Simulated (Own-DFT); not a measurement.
# Computed records: Hf₃₆O₇₁ (tetragonal hafnia with one neutral oxygen vacancy, atoms displaced)

Computed with Own-DFT development build. A calculation, not a measurement: plane-wave PBE and HSE06 DFT by an unreviewed code, no spin, of a simulated cell at Gamma alone, so results move with cell size and shape, stress positive in tension, energies less offsets, not probed for a lower state with spin; hafnium file: forces about 75 meV/angstrom off all-electron values; oxygen file: force components 24 meV/angstrom off all-electron in a glass; k mesh not checked against a denser one; forces and stress are PBE's, HSE06 gives the energy alone, and its difference from PBE has offsets of its own; offsets are fitted by least squares, one for each functional and potential file, so energies compare only between cells with the same atoms and settings and are not formation energies; the far tail of each file's local potential was reset to the Coulomb form; each entry is a single point on an unrelaxed cell, so the pressure reflects the starting lattice, taken from the Materials Project, from which strain is counted, and rises with the displacements; printed positions are rounded, which can move forces by about a meV/angstrom; the program is a retired in-house code; no spin-orbit coupling.

Settings shared by all entries: first functional PBE; second functional HSE06; exact exchange share 0.25; screening 0.11 1/bohr; exchange divergence Gygi-Baldereschi; potential files PseudoDojo norm-conserving, scalar-relativistic, made for PBE, standard set; wave cutoff 48 hartree; occupations fixed; k mesh 1 x 1 x 1 centred on Gamma.

(1) Hf₃₆O₇₁ (tetragonal hafnia with one neutral oxygen vacancy, atoms displaced)

```
Hf36O71
1.0
     10.7800     0.0000     0.0000
      0.0000    10.7800     0.0000
      0.0000     0.0000    10.4493
Hf O Hf O Hf O Hf O Hf O Hf O Hf O Hf O Hf O Hf O Hf O Hf O Hf O Hf O Hf O Hf O Hf O Hf O
2 4 2 4 2 4 2 4 2 4 2 4 2 4 2 4 2 4 2 4 2 4 2 4 2 4 2 4 2 4 2 3 2 4 2 4
Direct
  0.99999 0.99679 0.01104
  0.18112 0.16097 0.24731
  0.98873 0.15310 0.15168
  0.17116 0.97642 0.34531
  0.01588 0.16961 0.39891
  0.16801 0.99942 0.09347
  0.00391 0.98997 0.49911
  0.17196 0.16882 0.75006
  0.00620 0.16701 0.66087
  0.16825 0.00027 0.84611
  0.00629 0.16591 0.89635
  0.18644 0.00724 0.59414
  0.00174 0.33365 0.00036
  0.16488 0.50150 0.25221
  0.99067 0.49723 0.16560
  0.17355 0.33451 0.33995
  0.99753 0.50477 0.39248
  0.17110 0.34081 0.10643
  0.00126 0.32895 0.49291
  0.17417 0.50584 0.75698
  0.99626 0.50627 0.65396
  0.17495 0.34821 0.85133
  0.99905 0.50578 0.90609
  0.17257 0.32817 0.59156
  0.99031 0.66476 0.00304
  0.16629 0.81686 0.24445
  0.98984 0.82902 0.15939
  0.16241 0.66548 0.35092
  0.99699 0.82766 0.39114
  0.16421 0.66798 0.09442
  0.99716 0.66964 0.50923
  0.15482 0.83048 0.75492
  0.99794 0.82943 0.66445
  0.15996 0.66442 0.84969
  0.00362 0.84048 0.89862
  0.15894 0.67185 0.59648
  0.33942 0.99631 0.99748
  0.49901 0.16201 0.24499
  0.33156 0.17851 0.16075
  0.50839 0.00767 0.35811
  0.33840 0.17065 0.40288
  0.48122 0.99584 0.09956
  0.32423 0.99841 0.48943
  0.49687 0.17810 0.74856
  0.34136 0.16347 0.64559
  0.50570 0.98481 0.86146
  0.32960 0.17944 0.89118
  0.50081 0.99983 0.59280
  0.33512 0.32898 0.00210
  0.50007 0.48987 0.24904
  0.33444 0.50786 0.16040
  0.51285 0.34391 0.34375
  0.34200 0.50712 0.39602
  0.50388 0.34057 0.09744
  0.33735 0.33901 0.49478
  0.49388 0.50162 0.75807
  0.33031 0.49333 0.65870
  0.50084 0.33318 0.85121
  0.32252 0.50461 0.89728
  0.49753 0.34704 0.60839
  0.33814 0.66442 0.01101
  0.49237 0.83364 0.25090
  0.32952 0.83045 0.14988
  0.50831 0.66363 0.34806
  0.32837 0.82851 0.37880
  0.49321 0.66848 0.10732
  0.33625 0.67997 0.50494
  0.51016 0.83545 0.75194
  0.32579 0.84861 0.65885
  0.50661 0.65852 0.84350
  0.33428 0.82634 0.90350
  0.49825 0.66378 0.59636
  0.64874 0.00829 0.99697
  0.81651 0.15788 0.26620
  0.67003 0.17460 0.15972
  0.82712 0.01691 0.35367
  0.66494 0.16198 0.40125
  0.83188 0.00891 0.09684
  0.65092 0.01046 0.50648
  0.81752 0.15861 0.74615
  0.66177 0.16763 0.64616
  0.81040 0.00126 0.85245
  0.67072 0.17403 0.89686
  0.83887 0.99038 0.60338
  0.67767 0.33056 0.00751
  0.83970 0.50462 0.25551
  0.67984 0.50655 0.17004
  0.83501 0.33429 0.34514
  0.67365 0.49547 0.41367
  0.83814 0.34963 0.11976
  0.67329 0.34173 0.50040
  0.82976 0.49157 0.74046
  0.83237 0.34028 0.85622
  0.66968 0.50568 0.90515
  0.82826 0.33330 0.60190
  0.66251 0.68058 0.98935
  0.82249 0.83238 0.24763
  0.67048 0.83696 0.15340
  0.83666 0.67618 0.34173
  0.66061 0.83175 0.40094
  0.82771 0.66556 0.10796
  0.66891 0.66379 0.49233
  0.84512 0.84010 0.74677
  0.67364 0.82811 0.65895
  0.82612 0.66217 0.85290
  0.67232 0.82071 0.90308
  0.84096 0.67024 0.59431
```

| Quantity | Value |
| --- | --- |
| PBE energy of cell above offsets | -88.097 eV |
| HSE06 less PBE above offsets | 0.530 eV |
| PBE pressure | 4.92 GPa |
| PBE stress xx | -6.3 GPa |
| PBE stress yy | -3.76 GPa |
| PBE stress zz | -4.69 GPa |
| PBE stress yz | 1.59 GPa |
| PBE stress xz | -0.19 GPa |
| PBE stress xy | -0.06 GPa |

Force:
```
element  x (eV/Å)  y (eV/Å)  z (eV/Å)
     Hf     -0.55     2.255    -0.047
     Hf    -6.105     0.046     1.717
      O      2.08     0.909     0.514
      O     0.087     3.372     0.453
      O    -0.095    -1.766     1.063
      O     1.436     0.462     0.521
     Hf     0.222     1.518    -1.223
     Hf    -0.873      0.48     0.016
      O    -1.643    -0.229    -1.101
      O     0.598     0.049    -0.474
      O    -0.092     0.222     1.282
      O    -5.328     0.094     0.821
     Hf    -0.783    -0.157     0.585
     Hf    -0.588    -0.249    -0.099
      O     4.332     0.859    -2.998
      O     0.175    -0.275     0.887
      O     0.556    -0.693       2.6
      O    -0.504    -0.755    -1.411
     Hf     0.464      0.93     0.334
     Hf    -1.986    -0.121     -0.83
      O     0.748    -0.676    -0.219
      O    -0.823    -2.753     0.215
      O     0.147    -1.313     0.701
      O    -0.503     0.019    -0.247
     Hf     -0.69     0.057    -0.114
     Hf    -1.541     0.076    -0.224
      O     1.275     0.646    -1.584
      O     0.539    -0.332     0.052
      O     0.045      1.76     2.754
      O    -0.252    -0.157     0.531
     Hf     0.739    -1.763    -3.091
     Hf     3.304    -0.258     1.718
      O     2.097     0.753    -3.855
      O    -0.025     1.668    -0.173
      O    -0.864    -0.877     0.462
      O     2.414     0.466     0.695
     Hf    -5.395    -1.648    -3.052
     Hf     0.963     1.678     2.484
      O     2.934    -0.217     -2.73
      O    -0.978    -0.946    -2.114
      O    -0.194    -0.661    -1.049
      O     3.805     1.339     2.459
     Hf     2.432      -0.3     -0.27
     Hf    -0.778     0.435    -0.695
      O     0.274     0.447     0.621
      O    -0.109      2.82    -0.322
      O     0.972    -2.465     1.195
      O    -2.293    -0.801     2.252
     Hf    -0.995     2.596    -0.389
     Hf     1.058     4.052     -1.27
      O    -0.328    -0.336    -1.413
      O    -0.595    -4.488     1.643
      O    -0.475    -0.236     1.704
      O    -0.326    -0.627    -0.201
     Hf    -0.738     1.053     0.827
     Hf     1.103    -1.665    -1.435
      O     0.337     0.892    -1.198
      O     -0.25     0.183      0.39
      O     1.821    -0.087     1.705
      O     0.986    -0.952    -1.045
     Hf    -1.476    -0.193    -0.974
     Hf     1.449    -2.116     0.972
      O     0.544     0.407    -0.896
      O    -0.048     0.705     0.041
      O     1.729    -0.017     2.422
      O     1.734     0.827    -0.826
     Hf    -0.691    -1.561    -0.929
     Hf    -1.218    -2.205    -1.346
      O     1.707    -1.541    -1.013
      O    -0.398     3.023     1.087
      O     0.407     0.724     0.538
      O     0.275     0.284     0.336
     Hf     4.351     -1.44     0.286
     Hf     4.031     4.989    -3.505
      O    -3.232    -0.785    -2.562
      O     1.298    -6.375      2.91
      O    -0.682     2.155     0.265
      O    -2.116    -0.812    -0.297
     Hf     3.412    -2.372    -1.733
     Hf     3.365     1.034     1.187
      O    -0.499    -0.529     0.094
      O     0.293    -0.244    -0.699
      O    -1.018    -0.932     0.655
      O     -0.16     0.917    -0.281
     Hf     1.452     3.517     0.344
     Hf    -1.369     -0.19     0.732
      O    -3.837    -0.705    -0.969
      O    -0.114    -1.193      2.61
      O     0.195     1.879    -0.145
      O    -0.547    -1.785    -3.665
     Hf    -1.271    -1.309     0.273
     Hf    -0.318     1.384     1.722
      O    -0.022    -1.685    -0.334
      O    -0.748     -1.69     0.187
      O     1.385    -0.152     0.112
     Hf     1.141     -7.04     4.304
     Hf     1.689     0.444     0.959
      O    -3.544     0.848    -1.524
      O    -1.001    -0.923     1.949
      O     0.185     1.317     0.514
      O     0.351     0.931    -1.609
     Hf    -0.186     1.094      0.57
     Hf    -4.282     -1.28     2.794
      O    -0.936     0.367    -0.312
      O     1.147     0.971    -1.034
      O    -0.998     6.945    -2.384
      O     -2.66    -0.014     0.843
```

(2) Hf₃₆O₇₁ (tetragonal hafnia with one neutral oxygen vacancy, atoms displaced)

```
Hf36O71
1.0
     10.7800     0.0000     0.0000
      0.0000    10.7800     0.0000
      0.0000     0.0000    10.4493
Hf O Hf O Hf O Hf O Hf O Hf O Hf O Hf O Hf O Hf O Hf O Hf O Hf O Hf O Hf O Hf O Hf O Hf O
2 4 2 4 2 4 2 4 2 4 2 4 2 4 2 3 2 4 2 4 2 4 2 4 2 4 2 4 2 4 2 4 2 4 2 4
Direct
  0.00333 0.00643 0.99737
  0.16129 0.16427 0.25284
  0.00156 0.16747 0.15253
  0.17487 0.00147 0.34527
  0.99857 0.16435 0.40434
  0.16817 0.99494 0.10427
  0.99802 0.01132 0.50226
  0.16691 0.16352 0.76219
  0.99496 0.16406 0.64392
  0.16332 0.99700 0.84266
  0.00123 0.16623 0.89972
  0.16156 0.00150 0.60570
  0.99094 0.33840 0.99690
  0.17037 0.49984 0.24907
  0.00481 0.49521 0.14885
  0.16387 0.33882 0.34549
  0.99775 0.49497 0.40135
  0.16290 0.32831 0.09329
  0.99623 0.33066 0.49969
  0.16210 0.50664 0.74378
  0.00231 0.50202 0.65452
  0.17154 0.33421 0.85037
  0.99849 0.50662 0.90101
  0.16265 0.32654 0.59539
  0.99977 0.66462 0.00504
  0.16626 0.83330 0.24592
  0.98616 0.82572 0.15906
  0.16849 0.67031 0.35413
  0.99981 0.83348 0.40983
  0.15904 0.66447 0.10710
  0.00581 0.66647 0.50674
  0.18128 0.83497 0.75326
  0.00498 0.83378 0.64274
  0.16939 0.67199 0.84897
  0.99641 0.83747 0.90237
  0.16672 0.67104 0.59713
  0.33603 0.00137 0.00444
  0.50255 0.16507 0.24459
  0.34047 0.16996 0.15535
  0.49904 0.99711 0.34509
  0.32424 0.16876 0.40349
  0.50503 0.00018 0.09782
  0.33199 0.00557 0.50748
  0.50023 0.16119 0.75151
  0.33974 0.17296 0.65172
  0.32330 0.16273 0.90296
  0.49867 0.99533 0.59664
  0.33300 0.33384 0.00969
  0.49787 0.49313 0.25043
  0.33000 0.49923 0.14507
  0.50579 0.33240 0.33937
  0.33811 0.50103 0.39712
  0.49675 0.33834 0.10298
  0.33150 0.32823 0.49798
  0.49726 0.50313 0.75321
  0.33293 0.49519 0.64972
  0.50092 0.32920 0.85061
  0.33313 0.49712 0.89692
  0.50096 0.33045 0.59589
  0.32122 0.65564 0.99607
  0.49239 0.83251 0.25189
  0.33366 0.83546 0.15426
  0.49184 0.67171 0.35341
  0.32851 0.84336 0.40125
  0.50205 0.66407 0.09457
  0.33243 0.66698 0.49458
  0.50550 0.83314 0.74752
  0.33612 0.82293 0.64782
  0.49842 0.66571 0.84228
  0.32700 0.82513 0.90307
  0.50407 0.66905 0.59129
  0.65791 0.00085 0.00211
  0.83396 0.16809 0.25395
  0.66772 0.17458 0.15620
  0.83355 0.99875 0.34730
  0.66862 0.16874 0.39897
  0.84088 0.99761 0.09651
  0.66250 0.00503 0.49942
  0.82634 0.16423 0.74054
  0.67471 0.16393 0.65591
  0.83212 0.00276 0.85306
  0.66315 0.16988 0.90039
  0.82900 0.00528 0.59592
  0.67553 0.33401 0.99766
  0.83656 0.49816 0.25301
  0.66639 0.50403 0.15644
  0.83876 0.33336 0.34855
  0.66860 0.49532 0.40754
  0.82557 0.32972 0.10208
  0.66929 0.33282 0.49211
  0.82698 0.50338 0.75183
  0.67044 0.50853 0.65197
  0.82565 0.33214 0.84297
  0.66537 0.49710 0.90873
  0.83395 0.33669 0.59142
  0.66286 0.66699 0.00778
  0.83506 0.83127 0.24675
  0.65432 0.82994 0.15175
  0.83151 0.66848 0.33949
  0.66773 0.83335 0.39592
  0.82813 0.66763 0.10518
  0.67131 0.67232 0.49173
  0.83762 0.83192 0.74467
  0.66813 0.82650 0.64912
  0.83626 0.65490 0.83900
  0.66986 0.83848 0.90526
  0.83763 0.66313 0.60111
```

| Quantity | Value |
| --- | --- |
| PBE energy of cell above offsets | -97.206 eV |
| HSE06 less PBE above offsets | 0.033 eV |
| PBE pressure | 2.14 GPa |
| PBE stress xx | -2.16 GPa |
| PBE stress yy | -1.75 GPa |
| PBE stress zz | -2.52 GPa |
| PBE stress yz | 0.45 GPa |
| PBE stress xz | -0.24 GPa |
| PBE stress xy | -0.09 GPa |

Force:
```
element  x (eV/Å)  y (eV/Å)  z (eV/Å)
     Hf    -1.495    -1.012     0.003
     Hf     0.977      0.67    -0.201
      O    -0.613     0.065     0.035
      O    -0.945         0     0.314
      O     0.387     1.279    -1.738
      O    -0.303     0.298    -0.849
     Hf    -0.027    -3.172     0.685
     Hf    -0.371     1.667    -1.832
      O     0.324      0.16     1.006
      O     0.326     0.116     1.695
      O     0.471     1.033     0.046
      O     1.734     0.344    -0.676
     Hf     1.459    -0.346    -0.014
     Hf    -0.832     0.352     0.944
      O     -1.11    -0.046    -0.013
      O     0.296    -1.089    -0.153
      O    -0.043     1.206     0.042
      O     0.062     0.101     0.316
     Hf     0.847     0.648     0.318
     Hf     1.151    -1.352     0.636
      O    -0.566    -0.212    -0.379
      O    -0.726     0.518    -0.677
      O     0.414    -1.275     0.434
      O     0.531     0.213    -0.052
     Hf    -1.609     1.361    -0.466
     Hf    -0.682     0.382      1.62
      O     4.325      -0.1    -1.421
      O     0.191    -0.898    -0.804
      O      0.05     0.389    -0.835
      O     1.055     0.386    -0.682
     Hf     -1.03     0.816    -1.059
     Hf    -1.899    -0.203    -1.244
      O    -0.709    -0.122     1.981
      O    -0.292    -1.381     0.556
      O     0.005    -1.085     0.531
      O     0.855    -0.828     0.948
     Hf    -0.351    -0.918    -0.213
     Hf     0.484     0.133     0.888
      O    -1.589    -0.475    -0.669
      O     0.211     1.456     0.497
      O     0.579    -0.481     -0.07
      O    -2.253     0.604    -0.001
     Hf    -1.459    -0.569    -1.211
     Hf     0.458     1.535     0.528
      O    -0.822     -0.84     0.426
      O      0.75     -0.28      0.38
      O     0.473     0.363     0.973
     Hf    -0.286    -0.222    -1.647
     Hf     0.428     1.508    -0.505
      O     0.059     0.126     0.108
      O    -0.315    -0.889      1.18
      O    -0.268    -0.889    -0.138
      O     0.866      0.06    -0.498
     Hf     -0.13     1.311     1.255
     Hf     0.572    -1.371    -1.225
      O    -0.322     0.547    -0.019
      O    -0.542     0.044    -0.561
      O     0.095     0.263     0.517
      O      0.73    -0.066    -0.698
     Hf     1.508     0.716     0.373
     Hf     1.037    -0.662     0.484
      O    -0.559    -0.212    -0.806
      O     0.345    -0.856    -0.994
      O     0.093    -0.924     0.511
      O    -2.177    -0.332     0.049
     Hf     0.986     0.691     0.169
     Hf     0.013    -0.794     -0.07
      O     0.564     0.904     0.574
      O     0.165     0.782     0.447
      O     0.634     1.684     0.335
      O    -0.526      -0.2     0.239
     Hf      3.66    -0.149    -0.928
     Hf     0.031    -1.311    -0.683
      O    -0.024    -0.712    -0.572
      O    -0.101     0.819     0.067
      O    -0.068    -0.701     0.309
      O    -1.377     0.452     0.117
     Hf     1.021    -1.331    -1.175
     Hf     3.095    -0.632     2.363
      O    -4.083    -0.156    -1.882
      O     0.136    -0.021    -1.529
      O     -0.49     -1.23     0.391
      O     -0.05    -0.643     0.131
     Hf    -2.646    -0.322    -0.275
     Hf    -0.166     0.995    -0.155
      O     0.221    -0.315     0.392
      O    -0.326    -0.499    -0.141
      O    -0.038     1.167    -1.114
      O     2.275     0.499    -0.041
     Hf    -0.748     0.636     1.704
     Hf     0.276    -1.557      -1.9
      O    -1.382    -0.563      0.55
      O     0.677    -0.068     0.982
      O    -0.006     0.928    -0.481
      O    -0.647    -0.295     0.452
     Hf     0.316     0.268    -0.321
     Hf    -2.759     0.961     1.127
      O     1.354     0.319    -0.196
      O    -0.165    -1.197       1.3
      O     -0.18     0.945     0.942
      O     0.835    -0.509    -1.513
     Hf    -0.167    -0.698     1.206
     Hf     0.993     0.114     0.674
      O     0.232     0.595     0.254
      O    -0.258      3.86     1.971
      O    -0.794    -0.829    -0.656
      O    -0.299     0.557    -0.998
```
